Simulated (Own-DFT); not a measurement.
# What a defect does to the pressure of its cell: zincblende GaAs

Everything here is calculated. The program is Own-DFT (plane waves, in-house, since retired, never reviewed by a person); positions were held fixed, and spin and spin-orbit coupling were off.

All runs used: PBE; PseudoDojo norm-conserving scalar-relativistic files; cutoff 42 hartree; 3 x 3 x 3 k mesh centred on Gamma; Fermi-Dirac smearing of 0.1 eV.

Keep in mind (not all hold for every row): not probed for a lower state with spin; forces not confirmed at this smearing and k mesh; stress not checked against mesh or cutoff.

All runs share one cell, with vectors in Å (10.862, 0.000, 0.000); (0.000, 10.862, 0.000); (0.000, 0.000, 11.796) and a volume of 1391.7 Å³, strained against the parent crystal. The atoms are randomly displaced, by u rms on each axis. The defect's site can differ from row to row.

| cell | formula | u (Å) | P (GPa) |
|---|---|---|---|
| no defect | As32Ga32 | 0.0293 | 6.65 |
| no defect | As32Ga32 | 0.0298 | 6.67 |
| no defect | As32Ga32 | 0.0510 | 7.12 |
| one In on a Ga site | As32Ga31In | 0.0285 | 7.40 |
| one In on a Ga site | As32Ga31In | 0.0315 | 7.44 |
| one In on a Ga site | As32Ga31In | 0.0320 | 7.48 |
| one As vacancy and one Ga vacancy | As31Ga31 | 0.0290 | 5.97 |
| one As vacancy and one Ga vacancy | As31Ga31 | 0.0493 | 6.08 |
| one As vacancy and one Ga vacancy | As31Ga31 | 0.0508 | 6.47 |
| one Al on a Ga site | AlAs32Ga31 | 0.0282 | 6.64 |
| one Al on a Ga site | AlAs32Ga31 | 0.0467 | 7.04 |
| one Al on a Ga site | AlAs32Ga31 | 0.0503 | 7.04 |
| one P on an As site | As31Ga32P | 0.0294 | 6.41 |
| one P on an As site | As31Ga32P | 0.0333 | 6.47 |
| one P on an As site | As31Ga32P | 0.0496 | ? |
| one P on an As site | As31Ga32P | 0.0517 | 6.92 |

## Fit

P = P0 + c u² + a shift for each defect gives P0 = 6.45 GPa, c = 250 ± 34 GPa/Å² and a scatter of 0.09 GPa. The shifts, and each times the cell's volume:

- one In on a Ga site: 0.75 ± 0.08 GPa, 6.6 eV
- one Al on a Ga site: 0.00 ± 0.08 GPa, 0.0 eV (not resolved)
- one P on an As site: -0.24 ± 0.08 GPa, -2.1 eV
- one As vacancy and one Ga vacancy: -0.76 ± 0.08 GPa, -6.6 eV

A positive shift means that the defect pushes the cell outwards. Shift times volume (160.2 GPa Å³ is 1 eV) depends little on the cell's size, so, taken for each site, it can be compared between cells at like pressure. The atoms around the defects weren't relaxed, which would change these numbers.

## The run left out

The question: what pressure belongs in the blank (one P on an As site, u = 0.0496 Å)?

The fitted form gives 6.82 ± 0.11 GPa. The calculation gave 6.77 GPa.
